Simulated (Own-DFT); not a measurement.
Simulation results for Al31GaO48 (corundum with substituted atoms, atoms displaced), Al32O47 (corundum with one vacancy, atoms displaced)

Computed with Own-DFT development build. A calculation, not a measurement: plane-wave PBE density functional theory by an unreviewed code, no spin, of a simulated periodic cell, stress positive in tension, free energy of the whole cell less one offset for each atom, defect cell not probed for a lower state with spin; oxygen file: force components 24 meV/angstrom off all-electron in one glass; forces on such cells passed a denser k mesh, this cell's mesh not checked; offsets are fitted by least squares, one for each functional and potential file, so energies compare only between cells with the same atoms and settings and are not formation energies; the far tail of each file's local potential was reset to the Coulomb form; each entry is a single point on an unrelaxed cell, so the pressure reflects the starting lattice, mostly measured values, from which strain is counted, and rises with the displacements; printed positions are rounded, which can move forces by about a meV/angstrom; the program is a retired in-house code; no spin-orbit coupling; before rounding, a Quantum ESPRESSO 7.3.1 run of the same cell and cutoff gave forces within 1 meV/angstrom rms on each cell, which checks the program and not the settings.

Settings shared by all entries: functional PBE; potential files PseudoDojo norm-conserving, scalar-relativistic, standard set; wave cutoff 72 hartree; occupations Fermi-Dirac; smearing width 0.1 eV; k mesh 3 x 3 x 3 centred on Gamma.

(1) Al31GaO48 (corundum with substituted atoms, atoms displaced)

```
Al31GaO48
1.0
      5.4940     0.0000     8.6604
     -2.7470     4.7579     8.6604
     -2.7470    -4.7579     8.6604
Al Ga O Al O Al O Al O Al O Al O Al O Al O
3 1 6 4 6 4 6 4 6 4 6 4 6 4 6 4 6
Direct
  0.16865 0.19016 0.17549
  0.31122 0.32752 0.33005
  0.41780 0.42812 0.43157
  0.09798 0.07087 0.06238
  0.26160 0.48475 0.12528
  0.46689 0.12519 0.27391
  0.11843 0.27137 0.49290
  0.20713 0.04268 0.36655
  0.04637 0.35388 0.21636
  0.38052 0.21250 0.02696
  0.16913 0.18749 0.68900
  0.30802 0.32183 0.84564
  0.43388 0.42144 0.90973
  0.07845 0.06226 0.58306
  0.27992 0.45853 0.63306
  0.45658 0.12525 0.77884
  0.11692 0.27611 0.98222
  0.22876 0.01772 0.86725
  0.03003 0.38310 0.71715
  0.37431 0.23367 0.52452
  0.16509 0.69107 0.18130
  0.32372 0.83237 0.31372
  0.45213 0.91593 0.39438
  0.06926 0.58197 0.06914
  0.29088 0.96192 0.12115
  0.46989 0.61498 0.28916
  0.10848 0.77832 0.48017
  0.22155 0.53794 0.36631
  0.03732 0.86145 0.22487
  0.37599 0.70813 0.03660
  0.15998 0.67558 0.69029
  0.30623 0.81714 0.82116
  0.44932 0.91233 0.91164
  0.07390 0.59047 0.55945
  0.25772 0.97305 0.63282
  0.46611 0.61702 0.78563
  0.12808 0.77072 0.96705
  0.22696 0.51841 0.86488
  0.02396 0.85002 0.74525
  0.36719 0.72752 0.53398
  0.67918 0.16934 0.17905
  0.82460 0.34757 0.31113
  0.93096 0.41675 0.42377
  0.56906 0.08314 0.07762
  0.77280 0.47275 0.12745
  0.96092 0.11971 0.28390
  0.62414 0.28598 0.47659
  0.72509 0.03415 0.37238
  0.53445 0.37132 0.23442
  0.89160 0.22805 0.01729
  0.67437 0.19012 0.66440
  0.84711 0.32546 0.81008
  0.91538 0.43593 0.91419
  0.57399 0.07599 0.58204
  0.78609 0.45603 0.63117
  0.97308 0.12244 0.76285
  0.60454 0.27869 0.98058
  0.72089 0.02178 0.87762
  0.53655 0.37236 0.72397
  0.89986 0.21620 0.51854
  0.67488 0.66474 0.19285
  0.80776 0.83530 0.33115
  0.92162 0.94008 0.42526
  0.57637 0.59345 0.06683
  0.78368 0.94175 0.13194
  0.00256 0.61067 0.27165
  0.61508 0.76032 0.49415
  0.70565 0.53925 0.37471
  0.52654 0.86922 0.22835
  0.88592 0.72093 0.01699
  0.67853 0.67548 0.67346
  0.82620 0.82086 0.82952
  0.91213 0.91899 0.94503
  0.58029 0.55885 0.58880
  0.77778 0.97210 0.62292
  0.97415 0.61060 0.78706
  0.63161 0.76119 0.96923
  0.72477 0.52933 0.87139
  0.51453 0.87113 0.72972
  0.86828 0.72462 0.52628
```

```
free energy of cell above offsets : -42.833 eV
pressure                          : 16.26 GPa
stress xx                         : -15.65 GPa
stress yy                         : -16.87 GPa
stress zz                         : -16.25 GPa
stress yz                         : -0.13 GPa
stress xz                         : 1.98 GPa
stress xy                         : 0.29 GPa
```

Force:
| element | x (eV/Å) | y (eV/Å) | z (eV/Å) |
| --- | --- | --- | --- |
| Al | 6.158 | -3.941 | -4.152 |
| Al | 0.23 | 1.146 | 0.51 |
| Al | 0.969 | -0.13 | -0.296 |
| Ga | -1.222 | -1.754 | -1.766 |
| O | 3.579 | -1.324 | -0.902 |
| O | 0.662 | -1.105 | 0.921 |
| O | 1.065 | 2.544 | 0.275 |
| O | 1.88 | -1.966 | 0.369 |
| O | -8.994 | 5.036 | 4.638 |
| O | -1.12 | 0.594 | -0.657 |
| Al | 3.511 | 0.271 | -2.297 |
| Al | 2.289 | 1.28 | -2.579 |
| Al | -3.487 | -1.592 | 1.867 |
| Al | 1.178 | 0.462 | -0.393 |
| O | -0.988 | 0.913 | 0.404 |
| O | 0.766 | -0.079 | 1.651 |
| O | 0.219 | 1.499 | 1.142 |
| O | -0.65 | -0.052 | 0.402 |
| O | -0.263 | 0.356 | 0.072 |
| O | 0.044 | -1.732 | -1.205 |
| Al | 5.877 | -1.652 | -2.561 |
| Al | -1.392 | -2.735 | -0.193 |
| Al | -6.071 | -4.165 | 2.835 |
| Al | 2.874 | -1.556 | 1.548 |
| O | 0.919 | 0.813 | 0.15 |
| O | -0.403 | 2.547 | 1.682 |
| O | 1.137 | 0.845 | 1.855 |
| O | -0.367 | -1.746 | 0.829 |
| O | -5.013 | 2.53 | 1.96 |
| O | -0.018 | 1.507 | 0.649 |
| Al | 3.838 | 0.812 | -1.199 |
| Al | 1.855 | 1.239 | 2.256 |
| Al | -3.259 | -0.309 | -1.124 |
| Al | 0.538 | -1.582 | -0.74 |
| O | 3.09 | -0.033 | 0.709 |
| O | 0.81 | 0.651 | 0.349 |
| O | -2.806 | -0.067 | -0.543 |
| O | -1.529 | -1.279 | 2.298 |
| O | -0.829 | 3.687 | 1.205 |
| O | 0.478 | 0.121 | -0.901 |
| Al | -1.806 | 2.845 | 1.854 |
| Al | 1.316 | -3.77 | -2.876 |
| Al | 1.179 | -0.348 | 2.962 |
| Al | 0.989 | 0.84 | -2.079 |
| O | 0.641 | 0.919 | 0.86 |
| O | 0.032 | 2.905 | 2.473 |
| O | 0.705 | -0.109 | 0.16 |
| O | -0.265 | -0.691 | -1.654 |
| O | 1.067 | 0.736 | -1.802 |
| O | -1.95 | -0.617 | -3.449 |
| Al | 1.298 | -1.554 | 0.367 |
| Al | -1.532 | -1.755 | -2.031 |
| Al | 0.478 | -2.437 | 1.732 |
| Al | -0.727 | 1.039 | -1.539 |
| O | -0.751 | 2.023 | -0.662 |
| O | -3.618 | -2.722 | 2.436 |
| O | 3.32 | -0.756 | 2.767 |
| O | -0.83 | 0.274 | 0.026 |
| O | 0.52 | -0.508 | -1.465 |
| O | -3.528 | 0.632 | -2.597 |
| Al | -0.334 | 4.187 | -2.224 |
| Al | 2.465 | -2.456 | 0.948 |
| Al | 0.873 | -1.498 | -1.553 |
| Al | -0.599 | -5.452 | -4.483 |
| O | -4.119 | 0.039 | 2.552 |
| O | -5.486 | -1.086 | -2.83 |
| O | 1.555 | 3.118 | 0.751 |
| O | 2.391 | -3.595 | 2.792 |
| O | 2.894 | 2.119 | -1.996 |
| O | -2.906 | -3.192 | -1.283 |
| Al | -1.481 | -1.064 | 0.24 |
| Al | -0.05 | 0.571 | -1.176 |
| Al | 4.205 | 3.63 | -0.894 |
| Al | -1.652 | 2.147 | -0.273 |
| O | -1.171 | -0.987 | 0.746 |
| O | -0.947 | 2.297 | 0.87 |
| O | 0.176 | 2.9 | 3.722 |
| O | -0.307 | 0.079 | -0.741 |
| O | 2.529 | 1.246 | 0.211 |
| O | -0.133 | -0.002 | 0.073 |

(2) Al32O47 (corundum with one vacancy, atoms displaced)

```
Al32O47
1.0
      5.4940     0.0000     8.6604
     -2.7470     4.7579     8.6604
     -2.7470    -4.7579     8.6604
Al O Al O Al O Al O Al O Al O Al O Al O
4 6 4 6 4 6 4 6 4 6 4 5 4 6 4 6
Direct
  0.17855 0.17900 0.17416
  0.31874 0.32407 0.33464
  0.43065 0.42101 0.42667
  0.07716 0.06872 0.07529
  0.26567 0.47583 0.12345
  0.47703 0.12167 0.27640
  0.11842 0.28172 0.47324
  0.22566 0.02382 0.37048
  0.02846 0.37264 0.22144
  0.37411 0.22761 0.03105
  0.17205 0.17922 0.67755
  0.31899 0.32022 0.83148
  0.42671 0.42608 0.92319
  0.06565 0.07660 0.58388
  0.27784 0.47274 0.62375
  0.47695 0.11885 0.77593
  0.12923 0.28237 0.96994
  0.22226 0.02989 0.87673
  0.02019 0.37779 0.72597
  0.37328 0.21630 0.53569
  0.17639 0.67439 0.17756
  0.32434 0.82765 0.31997
  0.42897 0.92236 0.42884
  0.07767 0.57692 0.06815
  0.27595 0.97600 0.11867
  0.47367 0.62966 0.27293
  0.12938 0.77306 0.46681
  0.21739 0.52569 0.38094
  0.03061 0.87722 0.22116
  0.37855 0.72010 0.02725
  0.16980 0.67524 0.67787
  0.31786 0.83024 0.82673
  0.43171 0.92438 0.91949
  0.06449 0.57269 0.57845
  0.27697 0.97161 0.62398
  0.47603 0.62708 0.77117
  0.11672 0.78173 0.97122
  0.22764 0.52707 0.87113
  0.02304 0.88035 0.71895
  0.36899 0.72167 0.53505
  0.67580 0.17569 0.17899
  0.82907 0.32315 0.31969
  0.92998 0.42420 0.42818
  0.57130 0.07696 0.07599
  0.78423 0.47614 0.11274
  0.96610 0.13034 0.28337
  0.62243 0.27965 0.47585
  0.72552 0.02481 0.37097
  0.52588 0.37913 0.21634
  0.87128 0.22446 0.02719
  0.66920 0.18529 0.67906
  0.82222 0.32330 0.82329
  0.92706 0.42211 0.92808
  0.57757 0.07687 0.57625
  0.78086 0.47282 0.62358
  0.97875 0.11840 0.78050
  0.72556 0.02254 0.87500
  0.51832 0.38260 0.72750
  0.87166 0.21951 0.53200
  0.67154 0.67279 0.18402
  0.82347 0.82959 0.32493
  0.92278 0.92699 0.42400
  0.57692 0.57532 0.06756
  0.77990 0.97273 0.12391
  0.97569 0.62295 0.28024
  0.61871 0.77809 0.47552
  0.72097 0.52390 0.37741
  0.53001 0.87702 0.22232
  0.87448 0.72184 0.02796
  0.67406 0.67289 0.68284
  0.81871 0.82074 0.82656
  0.92473 0.92894 0.91833
  0.57656 0.57470 0.57403
  0.77655 0.97814 0.62220
  0.97121 0.62309 0.78281
  0.62196 0.77393 0.97287
  0.72282 0.53187 0.87274
  0.52745 0.87631 0.72274
  0.87567 0.72629 0.52559
```

```
free energy of cell above offsets : -56.184 eV
pressure                          : 7.49 GPa
stress xx                         : -7.67 GPa
stress yy                         : -7.78 GPa
stress zz                         : -7.01 GPa
stress yz                         : 0.04 GPa
stress xz                         : -0.19 GPa
stress xy                         : 0.4 GPa
```

Force:
| element | x (eV/Å) | y (eV/Å) | z (eV/Å) |
| --- | --- | --- | --- |
| Al | -0.287 | -0.761 | -0.191 |
| Al | 0.875 | 0.975 | -1.17 |
| Al | -1.383 | 0.973 | 0.548 |
| Al | -0.559 | 0.577 | 0.544 |
| O | 1.198 | -0.857 | 1.72 |
| O | -1.188 | 0.338 | 0.782 |
| O | 1.028 | -0.926 | 0.778 |
| O | -0.997 | 0.116 | 0.853 |
| O | -0.454 | 0.334 | 0.534 |
| O | 0.477 | -0.333 | -0.935 |
| Al | 0.318 | -0.615 | 0.098 |
| Al | 1.086 | 1.745 | 0.449 |
| Al | 0.051 | -0.089 | 1.079 |
| Al | 1.79 | 0.659 | -1.217 |
| O | 0.108 | -0.788 | -0.323 |
| O | -1.275 | 0.488 | 1.317 |
| O | -1.069 | -0.879 | -1.299 |
| O | 0.089 | 0.443 | -0.693 |
| O | 0.836 | -0.263 | -0.273 |
| O | 0.33 | 0.954 | -0.008 |
| Al | -0.092 | 0.014 | -0.266 |
| Al | -0.445 | -0.545 | 0.091 |
| Al | -0.81 | 0.243 | -0.989 |
| Al | -0.757 | -0.3 | -0.641 |
| O | 0.312 | -0.335 | 0.634 |
| O | 0.099 | -0.978 | -0.464 |
| O | -0.965 | 0.122 | 0.014 |
| O | 0.721 | 0.119 | -0.287 |
| O | 0.106 | -0.376 | -0.603 |
| O | -0.878 | 0.104 | -0.89 |
| Al | 0.818 | 0.536 | 0.436 |
| Al | 0.771 | -0.238 | -0.904 |
| Al | -0.757 | -0.619 | 0.19 |
| Al | 1.044 | 0.651 | 1.339 |
| O | -0.484 | 0.135 | 0.579 |
| O | -1.023 | -0.693 | 0.671 |
| O | 0.97 | 0.18 | 1.075 |
| O | -1.145 | 0.076 | -0.221 |
| O | 0.433 | -0.618 | -0.355 |
| O | 0.817 | 0.496 | -0.025 |
| Al | 0.248 | 0.64 | -0.911 |
| Al | -0.915 | 0.292 | 0.549 |
| Al | -0.661 | 1.185 | -1.12 |
| Al | 0.767 | -0.068 | 0.265 |
| O | -1.179 | -1.65 | 0.639 |
| O | 1.433 | -0.248 | -1.34 |
| O | 0.422 | 0.537 | -0.27 |
| O | -1.192 | -0.097 | 1.018 |
| O | -0.213 | -0.792 | 0.222 |
| O | 0.68 | -0.389 | 0.688 |
| Al | 0.72 | -0.539 | -0.036 |
| Al | -1.115 | -0.874 | -0.332 |
| Al | 0.245 | 0.39 | 0.055 |
| Al | 0.366 | -0.367 | -0.951 |
| O | 0.051 | -0.01 | -0.114 |
| O | -0.865 | 0.869 | 0.346 |
| O | -1.401 | 0.654 | 0.154 |
| O | 1.817 | -0.282 | -0.838 |
| O | -0.07 | 0.395 | 0.772 |
| Al | 0.664 | 0.999 | 0.215 |
| Al | 0.499 | -0.518 | -1.672 |
| Al | 0.574 | -0.241 | 1.567 |
| Al | -0.301 | -0.421 | 0.505 |
| O | 0.011 | 0.323 | -0.103 |
| O | -0.929 | 0.22 | 0.048 |
| O | 1.507 | 0.206 | 1.066 |
| O | 0.078 | 0.015 | 0.256 |
| O | 0.222 | -0.249 | -0.677 |
| O | -0.205 | -0.284 | -0.274 |
| Al | -0.18 | 1.151 | -0.427 |
| Al | 0.014 | 0.371 | 0.565 |
| Al | -0.635 | -1.494 | 0.047 |
| Al | -0.835 | 0.285 | -0.534 |
| O | 0.472 | -0.568 | -0.452 |
| O | 0.183 | 0.424 | -0.529 |
| O | 0.246 | 0.661 | 0.733 |
| O | 0.264 | -0.266 | -0.308 |
| O | 0.292 | 0.221 | -0.186 |
| O | -0.786 | -0.548 | -0.614 |

(3) Al32O47 (corundum with one vacancy, atoms displaced)

```
Al32O47
1.0
      5.4940     0.0000     8.6604
     -2.7470     4.7579     8.6604
     -2.7470    -4.7579     8.6604
Al O Al O Al O Al O Al O Al O Al O Al O
4 6 4 6 4 6 4 6 4 6 4 6 4 5 4 6
Direct
  0.17206 0.17820 0.18112
  0.32336 0.32450 0.32328
  0.42316 0.42467 0.42570
  0.07951 0.07432 0.06808
  0.28077 0.47679 0.12378
  0.47416 0.12675 0.27784
  0.12413 0.27562 0.47891
  0.22205 0.03299 0.37295
  0.03705 0.37024 0.21784
  0.37611 0.21997 0.03024
  0.18009 0.17436 0.67231
  0.32855 0.31800 0.83028
  0.42654 0.42712 0.92040
  0.07365 0.07414 0.56929
  0.27771 0.46932 0.63280
  0.47160 0.12536 0.77663
  0.12263 0.27768 0.97381
  0.22181 0.02812 0.88051
  0.03500 0.37112 0.71791
  0.36860 0.23076 0.51998
  0.18039 0.67409 0.17642
  0.32275 0.82716 0.32242
  0.42857 0.92064 0.42878
  0.07020 0.57892 0.07172
  0.27909 0.97196 0.12291
  0.46992 0.62941 0.27810
  0.12728 0.77533 0.47085
  0.22041 0.53280 0.37453
  0.02222 0.88274 0.22310
  0.37377 0.72314 0.03277
  0.17001 0.68213 0.67496
  0.32100 0.82050 0.82424
  0.42356 0.93037 0.92377
  0.07192 0.57501 0.57575
  0.27931 0.97585 0.61924
  0.47231 0.62613 0.77303
  0.12497 0.77429 0.97089
  0.22258 0.52824 0.87659
  0.03199 0.87067 0.72371
  0.37844 0.72278 0.52429
  0.67512 0.16944 0.18075
  0.82394 0.32385 0.32564
  0.92083 0.42322 0.43472
  0.57505 0.07739 0.07277
  0.77667 0.46593 0.13026
  0.96972 0.12497 0.27827
  0.62018 0.28425 0.47017
  0.71794 0.03285 0.37489
  0.53164 0.37433 0.22233
  0.87517 0.22675 0.02553
  0.67859 0.17249 0.67588
  0.82259 0.32702 0.82530
  0.92241 0.42470 0.92555
  0.57191 0.06954 0.57422
  0.77804 0.47070 0.62917
  0.97888 0.11971 0.77521
  0.62935 0.27249 0.96997
  0.71308 0.03274 0.87813
  0.53118 0.37878 0.72101
  0.87422 0.22157 0.53131
  0.67365 0.67377 0.18065
  0.82464 0.82854 0.32317
  0.93252 0.93283 0.41863
  0.57599 0.57580 0.07138
  0.78280 0.97286 0.12652
  0.97907 0.62923 0.27092
  0.62723 0.77959 0.46748
  0.52946 0.87498 0.22400
  0.88237 0.71942 0.02689
  0.68023 0.66986 0.67753
  0.82328 0.82140 0.82436
  0.92880 0.92177 0.92923
  0.57813 0.57320 0.57549
  0.78259 0.97271 0.62502
  0.97392 0.62762 0.77155
  0.63059 0.77777 0.96458
  0.72321 0.52688 0.87330
  0.52911 0.87456 0.72567
  0.87007 0.72122 0.53520
```

```
free energy of cell above offsets : -56.600 eV
pressure                          : 7.27 GPa
stress xx                         : -7.25 GPa
stress yy                         : -7.48 GPa
stress zz                         : -7.09 GPa
stress yz                         : 0.19 GPa
stress xz                         : 0.16 GPa
stress xy                         : 0.26 GPa
```

Force:
| element | x (eV/Å) | y (eV/Å) | z (eV/Å) |
| --- | --- | --- | --- |
| Al | 1.213 | 0.435 | -0.922 |
| Al | -0.079 | 0.418 | -0.154 |
| Al | -0.399 | 0.338 | 0.935 |
| Al | -1.386 | -0.091 | 0.474 |
| O | 0.648 | -0.194 | -0.572 |
| O | -0.01 | -0.424 | -0.667 |
| O | -0.153 | 1.249 | -0.904 |
| O | 0.225 | -0.443 | -0.479 |
| O | -1.832 | 0.244 | 0.753 |
| O | -0.197 | 0.228 | -0.144 |
| Al | -0.717 | -0.404 | -0.128 |
| Al | -0.837 | 0.989 | -0.691 |
| Al | -0.479 | -0.694 | 0.721 |
| Al | -0.127 | -0.791 | 1.136 |
| O | 0.407 | 0.645 | -0.549 |
| O | 0.176 | 0.139 | 0.041 |
| O | 0.257 | 0.115 | 0.336 |
| O | 1.121 | 0.978 | -1.497 |
| O | -1.071 | 0.049 | 0.204 |
| O | 0.982 | -1.466 | 0.944 |
| Al | -0.649 | 0.123 | -0.182 |
| Al | 0.427 | -0.236 | 0.085 |
| Al | 0.023 | 0.848 | -0.066 |
| Al | 1.222 | -1.365 | 0.647 |
| O | -0.333 | -0.226 | 0.557 |
| O | 0.451 | -0.14 | -0.266 |
| O | -0.262 | 0.608 | 0.338 |
| O | 0.021 | -0.259 | 0.081 |
| O | 0.913 | -0.386 | -0.256 |
| O | 0.429 | 0.526 | -0.415 |
| Al | 1.809 | -1.14 | -0.102 |
| Al | 0.081 | 0.367 | 0.605 |
| Al | 0.507 | -0.637 | 0.049 |
| Al | 0.505 | -0.129 | -0.032 |
| O | 0.314 | -1.099 | 0.452 |
| O | -0.17 | -0.104 | 0.747 |
| O | 0.385 | 0.548 | 1.018 |
| O | 0.049 | 0.177 | -0.206 |
| O | -0.81 | 0.801 | 0.113 |
| O | -0.587 | -0.242 | -0.027 |
| Al | -0.105 | 1.5 | 0.689 |
| Al | -0.275 | 0.265 | -0.13 |
| Al | 0.895 | 1.24 | 0.204 |
| Al | -0.161 | -0.54 | -0.19 |
| O | 0.036 | 1.067 | 0.143 |
| O | 0.003 | 0.641 | 1.039 |
| O | 0.633 | -0.768 | 0.505 |
| O | 0.332 | -0.81 | 0.278 |
| O | -0.114 | 0.351 | -0.368 |
| O | 0.013 | -0.577 | -0.519 |
| Al | -0.772 | 0.371 | -0.138 |
| Al | 1.15 | -1.22 | -0.471 |
| Al | 0.791 | -0.077 | 1.013 |
| Al | -0.29 | 0.794 | 0.776 |
| O | 0.06 | 0.262 | -0.008 |
| O | -0.953 | -0.209 | 0.153 |
| O | -0.572 | 0.518 | 0.369 |
| O | 1.386 | -0.479 | 0.002 |
| O | 0.364 | -0.76 | -0.794 |
| O | 0.026 | 0.392 | -0.368 |
| Al | 0.285 | -0.456 | 0.525 |
| Al | 0.444 | -0.793 | -0.057 |
| Al | -0.653 | -1.419 | -0.717 |
| Al | -0.431 | -0.633 | -0.003 |
| O | 0.071 | 0.279 | -0.821 |
| O | -1.043 | -1.152 | -0.445 |
| O | 0.209 | -0.599 | 0.509 |
| O | 0.171 | 0.508 | -0.124 |
| O | -1.702 | 0.439 | -1.26 |
| Al | -0.88 | 0.979 | 0.229 |
| Al | 0.198 | 0.32 | 0.556 |
| Al | -0.456 | 0.921 | -0.071 |
| Al | 0.28 | 0.975 | -1.223 |
| O | 0.025 | 0.498 | -0.492 |
| O | -0.75 | -0.934 | -0.05 |
| O | -0.721 | -0.813 | -0.021 |
| O | -0.308 | -0.14 | 0.25 |
| O | 0.125 | -0.113 | -0.976 |
| O | 0.622 | 0.817 | 0.029 |
